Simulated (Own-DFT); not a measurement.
InGa3P4 (zincblende random alloy, strained, atoms displaced) (calculated)

A calculation, not a measurement: plane-wave PBE density functional theory by an unreviewed code, no spin, of a simulated periodic cell, stress positive in tension, free energy of the whole cell less one offset for each atom, forces on such cells passed a denser k mesh, this cell's mesh not checked; offsets are fitted by least squares, one for each functional and potential file, so energies compare only between cells with the same atoms and settings and are not formation energies; the far tail of each file's local potential was reset to the Coulomb form; each entry is a single point on an unrelaxed cell, so the pressure reflects the starting lattice, mostly measured values, from which strain is counted, and rises with the displacements; printed positions are rounded, which can move forces by about a meV/angstrom; the program is a retired in-house code; no spin-orbit coupling. Program: Own-DFT development build.

## InGa3P4 (zincblende random alloy, strained, atoms displaced)

```xyz
64
Lattice="11.3066 0.0000 0.0000 0.0000 11.3066 0.0000 0.0000 0.0000 10.8940" Properties=species:S:1:pos:R:3 InGa3P4
In    11.2956    11.2210    10.8635
Ga    11.2182     2.7711     2.7573
Ga     2.8045    11.2975     2.7562
Ga     2.9159     2.8202    10.8901
P      1.4315     1.3869     1.3405
P      1.3762     4.2543     4.0829
P      4.2746     1.4537     4.0704
P      4.2670     4.2070     1.3383
Ga     0.1064     0.0001     5.5065
Ga     0.0243     2.8568     8.1811
Ga     2.7871     0.0633     8.1855
Ga     2.7271     2.7981     5.3955
P      1.3015     1.3644     6.7586
P      1.3099     4.2385     9.4526
P      4.2075     1.4016     9.5830
P      4.1937     4.2479     6.7815
Ga    11.2487     5.6387    10.8702
Ga     0.0081     8.5002     2.6016
Ga     2.8787     5.6552     2.7579
In     2.7738     8.4937     0.0424
P      1.3544     7.1180     1.4660
P      1.4457     9.9073     4.1284
P      4.3139     7.0900     4.0404
P      4.1668     9.9448     1.3170
In     0.0485     5.6032     5.4109
Ga     0.0639     8.4508     8.2267
Ga     2.8067     5.7165     8.1589
In     2.8443     8.5382     5.4606
P      1.4391     7.0521     6.7930
P      1.4833     9.9044     9.5158
P      4.2273     7.0227     9.5367
P      4.2577     9.8694     6.7409
Ga     5.6790     0.0281    10.8562
Ga     5.5783     2.8104     2.7425
In     8.4798    11.2934     2.7995
Ga     8.5581     2.8034    10.8845
P      7.0309     1.3770     1.2558
P      7.0532     4.2078     4.1191
P      9.8535     1.4465     4.0498
P      9.8585     4.2519     1.4151
In     5.6540    11.2697     5.4966
In     5.6397     2.9875     8.1648
Ga     8.4312     0.0635     8.2280
Ga     8.4672     2.8095     5.4883
P      7.0408     1.4927     6.7826
P      7.1514     4.2609     9.6347
P      9.9089     1.4109     9.5159
P      9.9691     4.1791     6.7567
Ga     5.7178     5.6177    10.8622
Ga     5.6564     8.4455     2.7548
Ga     8.5084     5.6581     2.6266
In     8.4907     8.5151    10.8345
P      7.0171     7.0373     1.3107
P      7.1416     9.8402     4.1353
P      9.9166     7.0666     4.1309
P      9.8817     9.8084     1.3497
Ga     5.5496     5.7338     5.4153
Ga     5.6784     8.4236     8.1487
Ga     8.4869     5.6597     8.1754
Ga     8.3760     8.4474     5.4805
P      7.0429     7.0387     6.7340
P      7.0730     9.7854     9.5182
P      9.8107     7.0247     9.4992
P      9.8209     9.9788     6.7374
```

Here we set functional PBE, potential files PseudoDojo norm-conserving, scalar-relativistic, standard set, wave cutoff 42 hartree, occupations Fermi-Dirac, smearing width 0.1 eV and k mesh 3 x 3 x 3 centred on Gamma.

Q: What stress xx does the calculation give for InGa3P4 (zincblende random alloy, strained, atoms displaced)?
A: -2.19 GPa

Q: InGa3P4 (zincblende random alloy, strained, atoms displaced): pressure?
A: 2.91 GPa

Further results for InGa3P4 (zincblende random alloy, strained, atoms displaced):

* free energy of cell above offsets: -29.953 eV
* stress yy: -2.36 GPa
* stress zz: -4.19 GPa
* stress yz: -0.11 GPa
* stress xz: -0.49 GPa
* stress xy: -0.31 GPa

Force:
```
element  x (eV/Å)  y (eV/Å)  z (eV/Å)
     In     0.049     0.577     0.333
     Ga     0.874     0.404    -0.619
     Ga     0.218      0.45     -0.12
     Ga    -1.207     0.181     0.141
      P     0.329     1.025     0.868
      P     1.711    -1.728    -1.868
      P    -1.408    -0.081    -0.227
      P    -0.126     0.637     0.062
     Ga    -1.736    -0.777    -1.266
     Ga    -0.713    -0.673    -0.525
     Ga     0.396    -0.273    -0.501
     Ga     0.478     0.047      0.12
      P     1.506      1.24     1.212
      P     1.424     0.403     1.027
      P     0.018    -0.341    -0.528
      P    -1.549     1.305    -1.145
     Ga     0.038     0.042     0.307
     Ga    -0.602     0.223     1.883
     Ga    -0.248    -0.216    -0.297
     In     0.442    -0.933    -0.183
      P     0.074     -2.08    -0.469
      P     -1.51     0.885    -1.631
      P    -0.591    -0.535    -0.346
      P     1.893     0.732     1.489
     In    -0.659     1.017     0.673
     Ga    -0.638     0.259    -0.693
     Ga     0.022    -0.621    -0.042
     In    -0.163      -1.4    -0.458
      P    -0.199     0.344     1.452
      P    -0.509    -0.109    -1.942
      P     0.849    -0.439    -0.428
      P     0.014     0.332     3.434
     Ga     -0.39     -0.83    -0.122
     Ga     0.987     0.246     -0.35
     In    -0.258    -0.041    -1.357
     Ga    -0.222    -0.045     0.354
      P     -0.05     0.993     0.427
      P    -0.101     0.466    -0.411
      P     1.297     0.517     1.879
      P     0.632    -0.526     -0.72
     In     0.595     0.725    -0.896
     In     0.309    -0.926     0.753
     Ga    -0.066    -0.222    -0.694
     Ga     0.199     0.305    -0.433
      P     1.346    -0.382     0.825
      P     0.643     0.443    -0.251
      P    -0.604     0.813    -0.599
      P    -1.665    -0.517     1.361
     Ga    -0.663      0.18     0.277
     Ga     0.393      0.78    -0.848
     Ga    -0.703     0.371     1.202
     In    -0.113    -1.264     0.898
      P    -0.224    -0.201     0.937
      P    -1.271     -1.37    -0.313
      P    -1.171     1.132    -1.379
      P     0.667     0.342     1.119
     Ga     0.748     -1.15     0.088
     Ga    -0.415    -0.012    -0.133
     Ga    -0.106    -0.635    -0.716
     Ga      1.38    -0.022    -0.175
      P    -0.154    -0.379     0.875
      P    -1.751     2.376    -1.472
      P     1.869    -0.434    -0.674
      P     0.385     -0.63     0.834
```
